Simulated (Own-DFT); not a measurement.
Simulation results for GaP (zincblende, strained, atoms displaced), SiC (3C silicon carbide, strained, atoms displaced)

A calculation, not a measurement: plane-wave PBE density functional theory by an unreviewed code, no spin, of a simulated periodic cell, stress positive in tension, free energy of the whole cell less one offset for each atom, forces on such cells passed a denser k mesh, this cell's mesh not checked; offsets are fitted by least squares, one for each functional and potential file, so energies compare only between cells with the same atoms and settings and are not formation energies; the far tail of each file's local potential was reset to the Coulomb form; each entry is a single point on an unrelaxed cell, so the pressure reflects the starting lattice, mostly measured values (interpolated for alloys), from which strain is counted, and rises with the displacements; printed positions are rounded, which can move forces by about a meV/angstrom; the program, named Own-DFT, is a retired in-house code; no spin-orbit coupling. Program: Own-DFT development build.

Common to all runs: functional PBE; potential files PseudoDojo norm-conserving, scalar-relativistic, standard set; wave cutoff 42 hartree; occupations Fermi-Dirac; smearing width 0.1 eV.

(1) 
```xyz
64
Lattice="10.8620 0.0000 0.0000 0.0000 10.8620 0.0000 0.0000 0.0000 10.9439" Properties=species:S:1:pos:R:3:force_x:R:1:force_y:R:1:force_z:R:1 formula=GaP hardware=one_NVIDIA_H100 k_mesh=3_x_3_x_3_centred_on_Gamma free_energy_of_cell_above_offsets=-34.902 pressure=3.17 stress_xx=-3.33 stress_yy=-3.36 stress_zz=-2.82 stress_yz=0.1 stress_xz=-0.15 stress_xy=-0.03 wall_time=519.3
Ga    10.8444     0.0742     0.0007      0.187     -1.028     -0.167
Ga     0.0539     2.6421     2.7719     -0.568      0.748     -0.135
Ga     2.6932     0.0020     2.7520       0.19      0.344     -0.406
Ga     2.7137     2.7061    10.9353      0.189     -0.064     -0.045
P      1.3424     1.3517     1.3664      0.369     -0.044     -0.047
P      1.3733     4.0940     4.0867     -0.239     -0.519      0.714
P      4.0237     1.3870     4.0636       0.78      -0.64      0.365
P      4.1054     4.0184     1.3781     -0.732       0.68      -0.12
Ga    10.8496     0.0162     5.4418      0.284      -0.18      0.269
Ga     0.0000     2.7424     8.1731      0.062     -0.118      0.796
Ga     2.6775    10.8597     8.1866      0.228      0.154       0.14
Ga     2.7597     2.6603     5.4811     -0.733      0.557     -0.027
P      1.3058     1.3752     6.8395      0.466     -0.187     -0.233
P      1.3785     4.0908     9.5895     -0.247     -0.158      -0.26
P      4.0710     1.3537     9.5535      0.212     -0.124      0.007
P      4.0345     4.0814     6.8373      0.551     -0.265     -0.191
Ga    10.8165     5.3917     0.0024      0.538      0.321     -0.076
Ga    10.8426     8.2269     2.7507      0.354     -0.496       0.16
Ga     2.7072     5.4125     2.7592      0.408      0.229     -0.441
Ga     2.7122     8.1477     0.0515     -0.018     -0.352     -0.306
P      1.3131     6.7674     1.4021       0.15      0.193     -0.081
P      1.4293     9.5427     4.1217     -0.887     -0.386      0.071
P      4.1267     6.7953     4.0817     -0.597     -0.558      0.702
P      4.0616     9.5792     1.3646      0.017     -0.867       0.38
Ga    10.8310     5.4224     5.4968      0.219     -0.087     -0.221
Ga     0.0385     8.1884     8.1602      0.024     -0.535      0.775
Ga     2.7105     5.4226     8.1543     -0.242     -0.138      0.501
Ga     2.6740     8.1071     5.4759      0.888      0.193     -0.018
P      1.3621     6.7801     6.8507     -0.328     -0.066     -0.295
P      1.3844     9.4790     9.5598     -0.291      0.424      0.501
P      4.0306     6.7234     9.5359      0.404      0.953      0.324
P      4.0963     9.5348     6.8456     -0.633     -0.328     -0.285
Ga     5.4450    10.7884    10.9323      0.166      0.945     -0.169
Ga     5.3978     2.7382     2.7443      0.752     -0.415        0.2
Ga     8.1249     0.0135     2.7759      0.139     -0.475     -0.404
Ga     8.1829     2.7796     0.0121     -0.705     -0.729     -0.418
P      6.8152     1.3550     1.3870      -0.36      0.155     -0.284
P      6.8108     4.0491     4.1639     -0.314      0.476     -1.035
P      9.4872     1.3358     4.1261      0.117      0.258     -0.242
P      9.4895     4.0636     1.3285      0.471     -0.004      1.251
Ga     5.4562    10.8555     5.5025     -0.738      0.114     -0.731
Ga     5.4624     2.7085     8.1486     -0.422      0.333      0.705
Ga     8.2235     0.0031     8.1914     -0.975      0.218      0.113
Ga     8.1395     2.7309     5.4376      0.406     -0.272      0.646
P      6.7331     1.3805     6.7692      1.241      -0.21      0.633
P      6.7859     4.0933     9.5823     -0.162      0.138     -0.087
P      9.4991     1.3528     9.5899      -0.01      0.692     -0.295
P      9.4983     4.0649     6.8747     -0.469      0.282     -0.324
Ga     5.3759     5.4623     0.0489      0.342     -0.248     -0.415
Ga     5.4040     8.1532     2.7707       0.11      0.675     -0.357
Ga     8.1503     5.4502     2.7286     -0.141     -0.137      0.083
Ga     8.1536     8.1168     0.0074     -0.098     -0.108     -0.272
P      6.7491     6.8355     1.3965      0.211     -0.344     -0.124
P      6.7814     9.4993     4.1544     -0.026      0.122     -0.426
P      9.5098     6.7998     4.1183     -0.095      0.242      -0.01
P      9.4981     9.4688     1.3370     -0.122      0.874       0.29
Ga     5.4875     5.4021     5.5262     -0.738     -0.045     -0.579
Ga     5.4398     8.1741     8.1658     -0.193     -0.604      0.348
Ga     8.1301     5.5080     8.2130      0.106     -0.618      0.161
Ga     8.0932     8.1360     5.4938      0.961        0.3     -0.111
P      6.7991     6.7735     6.7878     -0.221      0.356      0.888
P      6.7935     9.4701     9.5624      0.452      0.144     -0.171
P      9.5366     6.7750     9.5706      -0.03      0.495     -0.182
P      9.5674     9.5246     6.8843      -0.66     -0.266     -1.033
```

Units: free_energy_of_cell_above_offsets in eV; pressure, stress_xx, stress_yy, stress_zz, stress_yz, stress_xz, stress_xy in GPa; wall_time in s; force_x, force_y, force_z in eV/Å.

(2) 
```xyz
96
Lattice="13.2003 -0.0743 0.1710 -0.0495 8.6151 -0.0633 0.1140 -0.0633 8.6499" Properties=species:S:1:pos:R:3:force_x:R:1:force_y:R:1:force_z:R:1 formula=SiC hardware=one_NVIDIA_H200 k_mesh=3_x_4_x_4_centred_on_Gamma free_energy_of_cell_above_offsets=-7.693 pressure=7.36 stress_xx=-3.99 stress_yy=-9.64 stress_zz=-8.46 stress_yz=-3.1 stress_xz=6.58 stress_xy=-2.41 wall_time=562.6
Si     0.1131    -0.0208     8.6001      0.053     -1.675      0.886
Si    13.1777     1.9992     2.3259      2.641      2.044     -2.038
Si     2.2166     8.5172     2.1976     -0.586      0.846     -1.893
Si     2.2981     2.1144     8.6581     -0.038     -2.161     -0.622
C      1.1431     0.9913     1.0708     -0.033      1.095      0.838
C      1.1183     3.2333     3.2687      0.263     -2.071     -1.326
C      3.3429     0.9956     3.2667      0.752      0.782     -0.144
C      3.2589     3.1763     1.0693      0.907      1.886      0.257
Si     0.0430     8.5734     4.1560      0.015      -1.13      2.729
Si    13.2718     2.0314     6.7593     -0.677     -0.455      -3.04
Si     2.2115     8.5497     6.4621      0.743      -0.65     -0.101
Si     2.2878     2.0694     4.2714     -1.555      0.869      2.217
C      1.1560     0.9612     5.4640     -0.148      1.435     -1.446
C      1.1323     3.1232     7.5963      1.295      0.215      0.686
C      3.4169     0.9603     7.5680      0.363      1.613      0.412
C      3.3080     3.2086     5.4783      1.491     -1.608     -2.438
Si    -0.0193     4.2852    -0.0218     -0.797      0.953     -0.512
Si     0.0200     6.4237     2.1177     -0.039      1.623      -0.77
Si     2.1495     4.2878     2.1363       0.79      0.275      0.474
Si     2.1774     6.5135     0.0618     -0.999     -2.005     -2.539
C      1.0470     5.3515     1.0794      0.955     -0.171     -0.813
C      1.1530     7.4387     3.1949     -0.098      0.325      0.501
C      3.3293     5.3736     3.1872      0.907     -1.189     -0.385
C      3.2552     7.5046     1.0598      2.438      0.897      0.572
Si    13.1940     4.1679     4.4099     -0.643      1.646      2.174
Si    13.2240     6.3693     6.6076      0.896       0.27     -1.054
Si     2.1494     4.1533     6.4751      0.615      2.751       0.42
Si     2.3059     6.3847     4.2999     -1.838     -0.127      1.004
C      1.0608     5.3117     5.3909      1.696     -0.026     -0.749
C      1.1645     7.4504     7.5194     -0.093      0.435       0.54
C      3.3504     5.2897     7.5393     -0.447     -0.086      1.491
C      3.3717     7.4694     5.4106     -1.203     -0.404      0.168
Si     4.5976    -0.0250     8.6743      -2.16     -1.305      0.153
Si     4.3659     2.1753     2.1038     -0.546     -0.816      2.623
Si     6.4888     8.5299     2.2068      2.038      1.447       0.91
Si     6.5692     2.0755     0.1068      0.704      0.674     -0.678
C      5.4325     1.0228     1.2750        1.7      0.262      -2.63
C      5.5124     3.1879     3.2627     -1.258     -0.978      0.128
C      7.7623     1.0609     3.3660     -1.703     -0.121     -0.951
C      7.7918     3.2042     1.1725     -3.282     -1.054      0.092
Si     4.3434     8.5427     4.3399      1.558     -0.006     -0.542
Si     4.5183     2.1284     6.4811     -1.138      -1.44      0.529
Si     6.7481    -0.0791     6.5325     -0.047     -1.501      1.602
Si     6.5520     2.1606     4.4211      2.059     -1.934     -0.135
C      5.6269     0.8687     5.4698      -1.53      2.921     -0.781
C      5.5943     3.1888     7.5351     -0.149     -1.046      2.524
C      7.8272     0.8899     7.7041      -0.77      2.035     -0.251
C      7.7113     3.1220     5.5820      0.232      0.442     -2.367
Si     4.4575     4.3554     0.0586     -2.149      -1.09     -1.789
Si     4.4842     6.4516     2.0939     -2.688      0.048      1.354
Si     6.5320     4.2349     2.2314      3.363      1.397     -0.255
Si     6.5648     6.3301     8.6756      4.063      1.627     -0.621
C      5.5627     5.3910     1.1230     -1.721      -2.41      0.871
C      5.4815     7.4619     3.2546     -0.629      0.503      0.455
C      7.6896     5.3438     3.3232      0.243      -0.85     -0.877
C      7.6305     7.5067     1.1893     -0.179     -0.142     -1.429
Si     4.4443     4.2485     4.3049     -1.252       1.33      1.245
Si     4.4278     6.3634     6.4991      0.204        0.5      0.223
Si     6.6739     4.2490     6.5366     -0.293      0.816      0.007
Si     6.5890     6.4452     4.3293      0.878     -0.927      1.117
C      5.5441     5.3439     5.4389      0.103      -0.78     -0.525
C      5.5938     7.4237     7.6097     -0.786      0.759     -0.858
C      7.7255     5.2114     7.7216      0.116      1.473     -1.278
C      7.7424     7.3793     5.5176     -0.991      1.742     -2.421
Si     8.7913    -0.0415     0.1798      0.466      -1.56     -1.917
Si     8.7935     2.0703     2.1705      1.119      0.527      2.613
Si    11.1206    -0.0305     2.3198     -2.199     -2.157     -0.413
Si    10.9988     2.0313     8.7496      2.346      0.576     -1.164
C      9.9257     1.0418     1.1537     -0.285     -1.459      1.605
C      9.9885     3.1460     3.3815     -0.194     -0.311     -1.695
C     12.2451     0.9425     3.3356      -2.08      0.467      2.172
C     12.0846     3.1016     1.1834      0.105      0.014      0.187
Si     8.8377    -0.0114     4.4176      0.744     -1.106      1.568
Si     8.8463     2.0878     6.5832      0.945      -0.94      0.604
Si    11.1533     8.5042     6.5455     -3.894      0.334     -0.018
Si    11.0851     2.0814     4.4454     -0.082     -0.116       0.96
C      9.9922     1.0453     5.5294     -0.088     -0.967     -0.106
C     10.0162     3.1812     7.6372     -2.156     -1.815      1.823
C     12.1995     0.9143     7.6852     -0.451      0.995      1.855
C     12.1028     3.1505     5.6690      1.788     -1.397     -2.683
Si     8.8611     4.1739     8.7243       1.52      1.361      0.263
Si     8.8069     6.4804     2.1642     -0.424     -1.461      2.509
Si    11.0807     4.2369     2.2446     -1.131      0.744      1.251
Si    10.9897     6.3509     0.1355     -0.821      0.557     -1.996
C      9.8852     5.3189     1.2352       0.12     -0.559     -1.542
C      9.8722     7.3879     3.4494      0.378      2.036     -2.379
C     12.1746     5.4214     3.3417     -2.198     -3.177      1.509
C     12.0607     7.4156     1.1738      1.054      1.336      0.276
Si     8.8372     4.1763     4.3782     -0.383      1.061      0.943
Si     8.7712     6.3327     6.5438      1.159     -0.656      1.169
Si    11.0084     4.2037     6.6208      1.719      1.686     -0.277
Si    10.9623     6.3513     4.5306      0.539     -0.329       -1.6
C      9.9361     5.2441     5.5729      -1.17     -0.334     -1.198
C      9.9041     7.4205     7.5040      1.088      0.311      3.054
C     12.2437     5.2844     7.6091     -1.948      -1.55      2.643
C     12.0602     7.4164     5.5024      2.799      0.111     -0.955
```

Units: free_energy_of_cell_above_offsets in eV; pressure, stress_xx, stress_yy, stress_zz, stress_yz, stress_xz, stress_xy in GPa; wall_time in s; force_x, force_y, force_z in eV/Å.

(3) 
```xyz
64
Lattice="10.8620 0.0000 0.0000 0.0000 10.8620 0.0000 0.0000 0.0000 10.9361" Properties=species:S:1:pos:R:3:force_x:R:1:force_y:R:1:force_z:R:1 formula=GaP hardware=one_NVIDIA_H100 k_mesh=3_x_3_x_3_centred_on_Gamma free_energy_of_cell_above_offsets=-32.908 pressure=3.63 stress_xx=-3.85 stress_yy=-3.74 stress_zz=-3.3 stress_yz=0.45 stress_xz=0.08 stress_xy=-0.16 wall_time=553
Ga    10.8546    10.8521     0.0619      0.382     -0.017      0.094
Ga    10.7789     2.7073     2.7272      0.832     -0.588      0.668
Ga     2.6707    10.8232     2.7180      0.448      1.105      0.143
Ga     2.7734     2.7032    10.8965     -0.267     -0.195      0.688
P      1.3390     1.3747     1.4294      0.039      0.176     -0.839
P      1.3644     3.9600     4.0717      0.148       0.93       0.58
P      4.0887     1.4336     4.0487     -0.561       -2.1      0.987
P      4.1463     3.9936     1.4117     -0.991      1.121     -0.477
Ga     0.0312    10.8280     5.4949     -0.437     -0.676     -0.444
Ga     0.0413     2.7480     8.2890      -0.55     -1.006     -1.202
Ga     2.7359    10.8130     8.1703     -0.278      0.123      0.191
Ga     2.7784     2.6279     5.4885     -0.758      0.475      0.393
P      1.3079     1.2335     6.8112      1.067      1.602      0.938
P      1.3429     4.0702     9.5826      0.879      0.478      0.241
P      4.0834     1.2912     9.5706      -0.59      1.195      -1.29
P      4.1742     4.0678     6.8829     -2.344     -0.084     -0.118
Ga    10.7966     5.3823    10.9131      0.272      0.752      0.376
Ga    10.8422     8.1902     2.7574      0.521     -0.389      0.372
Ga     2.7129     5.4839     2.7453      0.184     -1.079      0.134
Ga     2.7262     8.1366     0.0254     -0.593      0.282      0.144
P      1.3004     6.7679     1.4572      0.181      0.115      -1.28
P      1.4179     9.5377     4.0841     -0.991     -0.357      0.375
P      4.0890     6.7797     4.1249     -0.289      0.114      0.469
P      4.0289     9.5537     1.4190      1.188     -0.851     -0.726
Ga    10.8213     5.4382     5.4391      0.981     -0.726      0.296
Ga    10.7649     8.0707     8.2778      1.438      1.364     -1.192
Ga     2.7698     5.4870     8.2530     -0.296       0.04     -0.544
Ga     2.6323     8.1973     5.4979      1.309     -0.005     -0.499
P      1.3716     6.8576     6.7919     -0.729     -1.083       0.97
P      1.3106     9.5483     9.5603      0.276     -0.916      0.224
P      4.1611     6.8792     9.5507     -0.962     -1.241      1.216
P      4.1057     9.4986     6.8345     -0.315      -0.31     -0.089
Ga     5.4089     0.0261    10.8264      0.701     -0.813      1.249
Ga     5.3937     2.6852     2.8264      1.377      0.708     -1.033
Ga     8.2062     0.0263     2.8432     -1.006     -0.299      -0.97
Ga     8.2314     2.7270     0.0048     -0.368     -0.685       0.21
P      6.7163     1.4173     1.3329      0.937     -0.772      0.448
P      6.7994     4.1534     4.0139     -0.564     -0.558      1.057
P      9.5590     1.3033     4.1511     -0.458      0.929      0.267
P      9.5192     4.0733     1.4521     -0.235     -0.052     -1.397
Ga     5.4298    10.8377     5.4738     -0.108      0.394     -0.336
Ga     5.4445     2.7939     8.1496      0.554     -1.567       1.15
Ga     8.2105    10.8328     8.2305     -0.729      0.239     -1.042
Ga     8.0968     2.7761     5.4446      0.114     -0.607     -0.169
P      6.7649     1.3438     6.8352      0.514      0.233      0.114
P      6.7324     4.0082     9.6825      1.096      0.198     -1.056
P      9.5243     1.2380     9.5488      0.281      1.474      0.753
P      9.5014     4.0327     6.8198      0.027      0.395      0.682
Ga     5.4565     5.3866    10.9310     -0.666      0.527      0.641
Ga     5.4943     8.0169     2.6980     -1.477      2.043      1.447
Ga     8.1480     5.4033     2.6654     -0.067      0.943      0.399
Ga     8.0715     8.1443     0.0057      0.485      0.419     -0.079
P      6.7413     6.8235     1.4041      1.299      -1.44     -1.547
P      6.8016     9.4562     4.1680     -0.281      0.195     -0.974
P      9.5515     6.7369     4.0682     -0.739      0.545     -0.208
P      9.5422     9.4795     1.4239     -1.097       0.31     -0.581
Ga     5.3719     5.3798     5.5703      1.199      1.059     -1.268
Ga     5.4172     8.1650     8.2602      0.626      -0.12     -1.771
Ga     8.0961     5.4046     8.2571      0.007     -0.739     -0.302
Ga     8.1746     8.1245     5.4196      0.147     -0.442      0.653
P      6.8277     6.7447     6.8669     -0.561      0.496     -0.247
P      6.7878     9.4970     9.4387      0.236       0.36      1.598
P      9.4599     6.8056     9.4985     -0.702     -1.077      1.804
P      9.4933     9.4995     6.8465      0.263     -0.547     -0.293
```

Units: free_energy_of_cell_above_offsets in eV; pressure, stress_xx, stress_yy, stress_zz, stress_yz, stress_xz, stress_xy in GPa; wall_time in s; force_x, force_y, force_z in eV/Å.
